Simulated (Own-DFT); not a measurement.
Hf36O71 (tetragonal hafnia with one neutral oxygen vacancy, atoms displaced) (calculated)

All values are calculated (Own-DFT development build). A calculation, not a measurement: plane-wave PBE and HSE06 DFT by an unreviewed code, no spin, of a simulated cell at Gamma alone, so results move with cell size and shape, stress positive in tension, energies less offsets, not probed for a lower state with spin; hafnium file: forces about 75 meV/angstrom off all-electron values; oxygen file: force components 24 meV/angstrom off all-electron in a glass; k mesh not checked against a denser one; forces and stress are PBE's, HSE06 gives the energy alone, and its difference from PBE has offsets of its own; offsets are fitted by least squares, one for each functional and potential file, so energies compare only between cells with the same atoms and settings and are not formation energies; the far tail of each file's local potential was reset to the Coulomb form; each entry is a single point on an unrelaxed cell, so the pressure reflects the starting lattice, taken from the Materials Project, from which strain is counted, and rises with the displacements; printed positions are rounded, which can move forces by about a meV/angstrom; the program is a retired in-house code; no spin-orbit coupling.

Settings shared by all entries: first functional PBE; second functional HSE06; exact exchange share 0.25; screening 0.11 1/bohr; exchange divergence Gygi-Baldereschi; potential files PseudoDojo norm-conserving, scalar-relativistic, made for PBE, standard set; wave cutoff 48 hartree; occupations fixed; k mesh 1 x 1 x 1 centred on Gamma.

(1) Hf36O71 (tetragonal hafnia with one neutral oxygen vacancy, atoms displaced)

```xyz
107
Lattice="10.7800 0.0000 0.0000 0.0000 10.7800 0.0000 0.0000 0.0000 10.4493" Properties=species:S:1:pos:R:3 Hf36O71
Hf     0.0177    10.7588     0.0505
Hf     1.8177     1.7954     2.6083
O     10.7549     1.8212     1.5479
O      1.7892     0.0146     3.6409
O      0.0178     1.8235     4.1871
O      1.8801    10.7522     1.0106
Hf     0.0343    10.7532     5.1414
Hf     1.7843     1.8175     7.8110
O     10.7599     1.8363     6.8311
O      1.8099    10.7658     8.8313
O      0.0306     1.8139     9.4459
O      1.8398     0.0046     6.2469
Hf    10.7763     3.5897     0.0002
Hf     1.8019     5.3558     2.5362
O      0.0412     5.3439     1.5922
O      1.8158     3.6142     3.6230
O     10.7782     5.3616     4.2106
O      1.7819     3.5643     0.9653
Hf    10.7798     3.5710     5.2362
Hf     1.7821     5.4294     7.8263
O     10.7789     5.3769     6.8271
O      1.8325     3.5762     8.8624
O      0.0418     5.3238     9.4386
O      1.7989     3.6142     6.2531
Hf    10.7483     7.1281    10.4489
Hf     1.7643     8.9767     2.6057
O     10.7685     8.9748     1.5346
O      1.8189     7.1668     3.6469
O     10.7563     8.9646     4.2303
O      1.8156     7.1927     1.0107
Hf     0.0376     7.1985     5.1836
Hf     1.8279     8.9798     7.8429
O      1.8372     7.2427     8.8548
O      0.0490     9.1007     9.4362
O      1.7710     7.1826     6.2060
Hf     3.5898    10.7712     0.0142
Hf     5.3761     1.7834     2.6503
O      3.5886     1.8013     1.5662
O      5.3655    10.7356     3.6133
O      3.5978     1.8092     4.1847
O      5.3725    10.7204     1.0276
Hf     3.6095     0.0235     5.2199
Hf     5.4137     1.7735     7.8183
O      3.6189     1.8243     6.8085
O      5.3780     0.0226     8.8886
O      3.5038     1.8170     9.4449
O      5.3924    10.7764     6.3193
Hf     3.6087     3.6204     0.0134
Hf     5.3849     5.4286     2.5942
O      3.5932     5.4037     1.5968
O      5.3916     3.5663     3.6318
O      3.5945     5.3734     4.1867
O      5.3770     3.6280     1.0571
Hf     3.6065     3.6268     5.2100
Hf     5.4102     5.3879     7.8401
O      3.5807     5.3761     6.7835
O      5.3887     3.5570     8.9031
O      3.5156     5.4041     9.4620
O      5.4250     3.6104     6.2689
Hf     3.5717     7.2238     0.0174
Hf     5.3524     8.9504     2.6257
O      3.6406     8.9201     1.5833
O      5.4080     7.1766     3.6131
O      3.6251     8.9749     4.1867
O      5.3809     7.1841     1.0633
Hf     3.6243     7.1223     5.2367
Hf     5.3801     8.9921     7.8322
O      3.5713     9.0122     6.8527
O      5.3875     7.1729     8.8532
O      3.6673     8.9520     9.4443
O      5.3682     7.1376     6.2568
Hf     7.1616    10.7479    10.4292
Hf     8.9678     1.8226     2.6370
O      7.2365     1.8283     1.5912
O      8.9637     0.0376     3.6786
O      7.1608     1.8211     4.2172
O      8.9597    10.7661     0.9783
Hf     7.2160     0.0079     5.2646
Hf     8.9711     1.8533     7.8554
O      7.1900     1.8161     6.8008
O      8.9561    10.7574     8.8450
O      7.1391     1.8098     9.4715
O      8.9690     0.0743     6.2226
Hf     7.1492     3.6019    10.4402
Hf     8.9373     5.3825     2.6047
O      7.1732     5.3377     1.5770
O      8.9800     3.5525     3.6287
O      7.1408     5.4106     4.1853
O      9.0017     3.6339     1.0124
Hf     7.1361     3.6095     5.2156
Hf     8.9964     5.4102     7.8250
O      7.2206     5.3730     6.8378
O      8.9758     3.5364     8.8956
O      7.1556     5.4280     9.4556
O      8.9661     3.6259     6.2402
Hf     7.1688     7.1746     0.0083
Hf     9.0174     9.0079     2.6412
O      7.2151     8.9706     1.5840
O      9.0004     7.1764     3.5875
O      7.1763     8.9397     4.1847
O      9.0031     7.1349     1.0025
Hf     7.1538     7.2048     5.2253
Hf     8.9307     8.9907     7.8887
O      7.1919     8.9803     6.7932
O      8.9639     7.2022     8.8209
O      7.1480     8.9688     9.4129
O      8.9606     7.2244     6.2776
```

The calculation gives: PBE energy of cell above offsets -100.990 eV; HSE06 less PBE above offsets -0.157 eV; PBE pressure 0.9 GPa; PBE stress xx -0.42 GPa; PBE stress yy -0.85 GPa; PBE stress zz -1.42 GPa; PBE stress yz -0.5 GPa; PBE stress xz -0.14 GPa; PBE stress xy 0.01 GPa.

Force:
```
element  x (eV/Å)  y (eV/Å)  z (eV/Å)
     Hf    -0.151     1.446    -0.735
     Hf    -0.517     0.817    -0.467
      O     0.556    -0.529     0.994
      O    -0.246    -0.664    -0.249
      O     0.212    -0.453    -0.012
      O    -1.513    -0.239      0.94
     Hf    -0.312     1.144     1.808
     Hf     0.316    -0.125     0.936
      O     0.061      0.08    -0.268
      O     0.348     0.129     0.009
      O    -0.147    -0.804    -0.253
      O    -0.852    -0.103    -0.656
     Hf    -0.043    -1.192     0.126
     Hf    -0.077     0.184     1.074
      O    -0.873     0.666    -0.247
      O     0.215    -0.506    -0.247
      O    -0.142     0.191     0.043
      O     0.611     0.271     0.949
     Hf     -0.14     0.359     0.158
     Hf     0.343    -1.046     0.587
      O    -0.158     0.213     0.109
      O    -0.265     0.868    -0.814
      O    -0.302     1.715      -0.5
      O     0.157    -0.127      -0.4
     Hf     0.729     0.755    -0.388
     Hf     1.319    -0.528    -0.181
      O     0.289     0.105     0.944
      O    -0.369     0.383    -0.632
      O     0.201     0.421     -0.76
      O    -1.113     0.092     0.152
     Hf     -0.95    -1.311     0.732
     Hf    -1.368     1.033    -0.142
      O    -0.479    -0.768     0.021
      O    -0.467    -2.547    -0.384
      O     0.657     0.189     0.484
     Hf     0.786     0.707    -1.162
     Hf     0.472    -0.081    -0.749
      O     0.365    -0.048     0.621
      O     0.098     0.813     0.504
      O    -0.006    -0.208     0.053
      O     0.376     0.386     0.103
     Hf     0.252    -0.418     0.278
     Hf    -0.448     0.162     0.585
      O    -0.029    -0.046     -0.21
      O     0.125     -0.35    -0.358
      O     0.573    -0.494     0.168
      O     0.069     0.019    -0.718
     Hf    -0.457    -0.725    -0.702
     Hf     0.089    -0.945    -0.071
      O     0.014    -0.132    -0.109
      O    -0.105     0.644     0.243
      O     0.399     0.373     0.035
      O     0.139    -0.179    -0.145
     Hf     -0.31     -0.54     0.485
     Hf    -0.168     -0.35     0.323
      O       0.3     0.234     0.297
      O    -0.036     0.867    -0.461
      O      0.45     0.211    -0.364
      O    -0.753     0.251    -0.082
     Hf     0.565     -0.48    -0.248
     Hf     0.908     0.465    -0.394
      O    -1.612     0.092     0.212
      O    -0.314    -0.088     0.785
      O    -0.241    -0.122     0.551
      O      0.46    -0.368    -0.422
     Hf    -0.918     0.668    -0.574
     Hf    -0.146     0.285     0.547
      O     0.857    -0.406    -0.501
      O      0.09    -0.115    -0.178
      O    -0.088     0.695    -0.132
      O     0.463      0.17     0.082
     Hf     0.063     0.441     0.465
     Hf     0.304    -0.059    -0.858
      O    -1.154    -0.099     0.312
      O      0.26    -0.776    -0.468
      O    -0.201    -0.684     0.057
      O     0.391    -0.225     0.552
     Hf    -0.212    -0.132    -0.415
     Hf     0.508    -1.263    -0.299
      O    -0.133    -0.091     0.211
      O    -0.354     0.853    -0.006
      O     0.159    -0.472    -0.465
      O     0.792     -0.73    -0.045
     Hf     0.375    -0.325     0.667
     Hf      0.79    -0.666    -0.033
      O     0.031     0.503     0.176
      O    -0.222     1.074      0.15
      O     0.322    -0.141     0.102
      O    -0.566     0.221     0.092
     Hf     0.892    -0.091    -0.033
     Hf     0.117    -0.638    -0.247
      O    -0.614     0.214     0.026
      O    -0.255     1.672    -0.249
      O     0.156    -0.642    -0.481
      O    -0.023     -0.09      0.02
     Hf    -0.339      0.61     0.372
     Hf    -1.444     0.055    -0.567
      O     0.099    -0.186     0.261
      O     0.028     0.243     0.163
      O     0.263     0.777     0.387
      O     -0.24    -0.176    -0.113
     Hf     0.792    -0.012     0.109
     Hf     1.056     0.297    -1.162
      O    -0.523      0.11     0.143
      O     0.535    -0.319     0.999
      O     0.046    -0.253    -0.087
      O     0.563     -0.07     -0.76
```

(2) Hf36O71 (tetragonal hafnia with one neutral oxygen vacancy, atoms displaced)

```xyz
107
Lattice="10.7800 0.0000 0.0000 0.0000 10.7800 0.0000 0.0000 0.0000 10.4493" Properties=species:S:1:pos:R:3 Hf36O71
Hf     0.0614     0.0372     0.0465
Hf     1.8362     1.8228     2.5982
O      0.2299     1.8396     1.6475
O      1.8882     0.0045     3.7486
O      0.0775     1.7738     4.2374
O      1.7297    10.7671     1.1347
Hf    10.7551    10.6792     5.1267
Hf     1.7446     1.8783     7.7754
O      0.0414     1.7922     6.6265
O      1.7436    10.7117     8.8956
O     10.7532     1.7190     9.5483
O      1.8428    10.7334     6.1391
Hf    10.7777     3.5574     0.0532
Hf     1.7074     5.5204     2.6296
O     10.6875     5.4020     1.7348
O      1.7099     3.6793     3.6675
O      0.1357     5.3262     4.1273
O      1.7042     3.7684     0.9007
Hf    10.7074     3.6496     5.1171
Hf     1.7571     5.5351     7.7127
O      0.1595     5.3904     6.8121
O      1.7768     3.5828     8.8706
O     10.7691     5.5330     9.3634
O      1.7131     3.4801     6.1807
Hf    10.7536     7.1149    10.3158
Hf     1.7877     8.9811     2.6531
O      0.0803     8.8542     1.5365
O      1.7870     7.1152     3.6519
O      0.1253     9.0152     4.4369
O      1.7155     7.2477     1.0720
Hf     0.1243     7.2369     5.2903
Hf     1.8661     8.9377     8.0031
O     10.7147     9.0177     6.9480
O      1.7136     7.2864     8.8108
O      0.0525     8.9584     9.4467
O      1.8807     7.1410     6.3238
Hf     3.4964    10.6044    10.3170
Hf     5.2766     1.7976     2.5228
O      3.6205     1.8542     1.6744
O      3.6960     1.7912     4.2808
O      5.3247    10.6125     1.0143
Hf     3.5056     0.0464     5.1853
Hf     5.4608     1.6765     7.8559
O      3.5260     1.7116     7.0039
O      5.3946    10.7173     8.7618
O      3.4697     1.8650     9.3951
O      5.4581    10.6458     6.2234
Hf     3.6175     3.4599     0.0762
Hf     5.3085     5.2937     2.6173
O      3.5811     5.4735     1.5433
O      5.3514     3.5661     3.5600
O      3.4150     5.4748     4.1887
O      5.4037     3.4268     0.9839
Hf     3.5614     3.5033     5.3589
Hf     5.2981     5.3493     7.9104
O      3.5649     5.3444     6.8187
O      5.3223     3.7051     8.8175
O      3.6217     5.4482     9.2063
O      5.2240     3.7774     6.1932
Hf     3.5733     7.1281    10.4473
Hf     5.5071     8.9561     2.6045
O      3.4208     8.8637     1.5915
O      5.3230     7.2700     3.7111
O      3.7004     8.9372     4.1024
O      5.2359     7.2330     1.0850
Hf     3.6333     7.0459     5.2050
Hf     5.2920     9.0778     7.9318
O      3.6132     8.9520     6.6820
O      5.2008     7.2049     8.9125
O      3.4861     9.0982     9.5384
O      5.2907     7.0956     6.2954
Hf     7.0845     0.0317    10.3916
Hf     8.9028     1.8793     2.5822
O      7.0903     1.8001     1.5402
O      8.8457    10.6056     3.5722
O      7.1090     1.7271     4.3526
O      8.9573    10.7463     1.0484
Hf     7.0814     0.0083     5.1016
Hf     9.0731     1.7979     7.8536
O      7.2377     1.8269     6.7435
O      8.9637    10.6828     8.7697
O      7.1861     1.8075     9.5080
O      8.8335     0.1705     6.1511
Hf     7.2291     3.5578    10.4343
Hf     9.0164     5.3953     2.6019
O      7.1456     5.2859     1.6104
O      9.0409     3.5518     3.7393
O      7.2017     5.3590     4.2312
O      8.8378     3.5347     0.9175
Hf     7.2177     3.6907     5.2669
Hf     8.8554     5.2706     7.8099
O      7.1599     5.4034     6.8286
O      9.1352     3.7274     9.0059
O      7.2368     5.4027     9.4240
O      8.9811     3.5898     6.1898
Hf     7.2783     7.1132     0.0017
Hf     8.9991     9.0195     2.5479
O      7.1813     8.9614     1.5581
O      8.6987     7.0714     3.7292
O      6.9405     8.9319     4.2106
O      8.9082     7.2290     1.1022
Hf     7.1120     7.2413     5.3523
Hf     8.9400     8.9493     7.7186
O      7.1357     9.0674     6.9229
O      8.8710     7.0918     8.9596
O      7.1516     8.9535     9.5142
O      8.9650     7.2719     6.3149
```

It finds PBE energy of cell above offsets -84.401 eV; HSE06 less PBE above offsets 0.660 eV; PBE pressure 7.08 GPa; PBE stress xx -6.12 GPa; PBE stress yy -8.88 GPa; PBE stress zz -6.23 GPa; PBE stress yz -1.72 GPa; PBE stress xz -1.54 GPa; PBE stress xy -0.45 GPa.

Force:
```
element  x (eV/Å)  y (eV/Å)  z (eV/Å)
     Hf    -0.988    -3.456     0.164
     Hf     0.551    -0.007     3.884
      O    -5.217     0.715    -1.698
      O    -0.653     0.482    -1.889
      O    -0.868    -0.512    -1.627
      O     1.558     0.303    -0.602
     Hf    -0.142      6.41     4.144
     Hf    -0.678     0.119     0.716
      O     -1.67    -0.254     3.143
      O     0.307     1.853     0.326
      O    -0.656     1.918    -1.724
      O    -2.264     0.073     1.696
     Hf      0.27     0.858    -1.703
     Hf     1.797    -2.335    -0.956
      O     0.717    -0.487    -3.023
      O     1.057    -1.866    -1.647
      O    -1.813     2.983     1.088
      O     2.244    -0.344      1.35
     Hf     2.397    -2.164     0.623
     Hf     3.399    -1.889     3.303
      O    -5.234    -0.147    -2.262
      O    -1.143     0.392    -0.773
      O     0.707    -3.811    -0.461
      O     0.998     0.005     1.001
     Hf    -0.315     3.849     2.922
     Hf     1.655    -0.212    -0.489
      O      -2.2     1.407      2.04
      O     -1.21     3.451     1.586
      O    -0.184    -4.474     -3.75
      O     0.096    -2.074    -1.238
     Hf    -0.784    -1.923     0.806
     Hf    -1.404     3.011    -4.466
      O     2.306    -0.173    -1.622
      O     0.599    -3.111     2.111
      O    -0.434     0.501     0.365
      O    -1.426     0.799    -0.735
     Hf    -0.664     8.954     6.855
     Hf     3.242    -1.127     3.045
      O    -2.943     0.551    -2.315
      O     0.149     0.579    -0.667
      O    -0.448     0.989    -1.193
     Hf     1.568    -3.505    -0.161
     Hf    -0.274     2.646    -1.873
      O     2.595     0.262    -1.951
      O    -0.139     3.601       3.4
      O     1.132    -2.127     1.141
      O    -1.994     1.829     0.438
     Hf     -1.21     2.375    -2.004
     Hf     0.508     2.782     0.234
      O    -0.186    -1.156    -0.084
      O    -0.069    -0.036     0.423
      O      1.14    -3.763    -0.923
      O    -0.282     0.956    -0.205
     Hf    -2.241     1.647     -2.21
     Hf    -0.941     3.055    -1.615
      O    -0.942    -0.119    -1.169
      O     0.825    -4.522     1.273
      O     -1.28    -0.731      2.83
      O     3.799    -0.988     0.945
     Hf     0.439    -1.112     1.515
     Hf    -2.799     0.122     0.639
      O     1.416     1.165    -0.782
      O     0.519    -3.632    -0.489
      O    -1.078      1.23     1.081
      O     2.204    -0.152    -0.595
     Hf     1.147     3.683     0.061
     Hf     1.072    -5.837    -4.371
      O    -0.352      0.56     2.898
      O     0.661     1.182    -0.216
      O     0.551    -8.445    -5.384
      O     1.767    -0.119     0.317
     Hf     1.484    -2.831     2.163
     Hf     0.008    -1.964     0.413
      O     1.569    -0.489     0.955
      O     0.999     2.958     0.914
      O     0.471     3.734    -3.059
      O     0.542     0.898    -0.621
     Hf     0.662    -2.185     1.332
     Hf    -0.011     -1.93    -1.817
      O    -1.519     1.085     2.939
      O    -0.148     2.378     0.283
      O    -0.324    -0.193    -2.495
      O     2.229    -1.108     0.082
     Hf    -3.465     2.006    -0.458
     Hf    -3.616     1.509     2.005
      O    -0.086     0.204     -0.24
      O    -0.857     0.003    -1.923
      O    -0.885    -0.197      0.46
      O     4.261    -0.913      3.54
     Hf    -2.082    -1.103    -0.482
     Hf     1.724     2.654     0.656
      O         0    -0.688    -0.245
      O     -0.77    -2.489    -1.712
      O    -0.571    -1.642    -0.522
      O      0.09      0.91     2.194
     Hf    -1.709      1.64      0.56
     Hf    -0.786    -2.945     -2.04
      O     1.382     0.206     0.395
      O     2.229     1.742    -0.907
      O     0.675     0.796     0.217
      O     1.445    -1.077    -0.126
     Hf    -0.479    -0.479     -1.51
     Hf    -0.623     -0.53     2.596
      O    -0.746    -1.365    -0.832
      O     0.387     0.967    -1.202
      O    -0.485     0.438    -0.389
      O     0.738     -0.69    -0.608
```
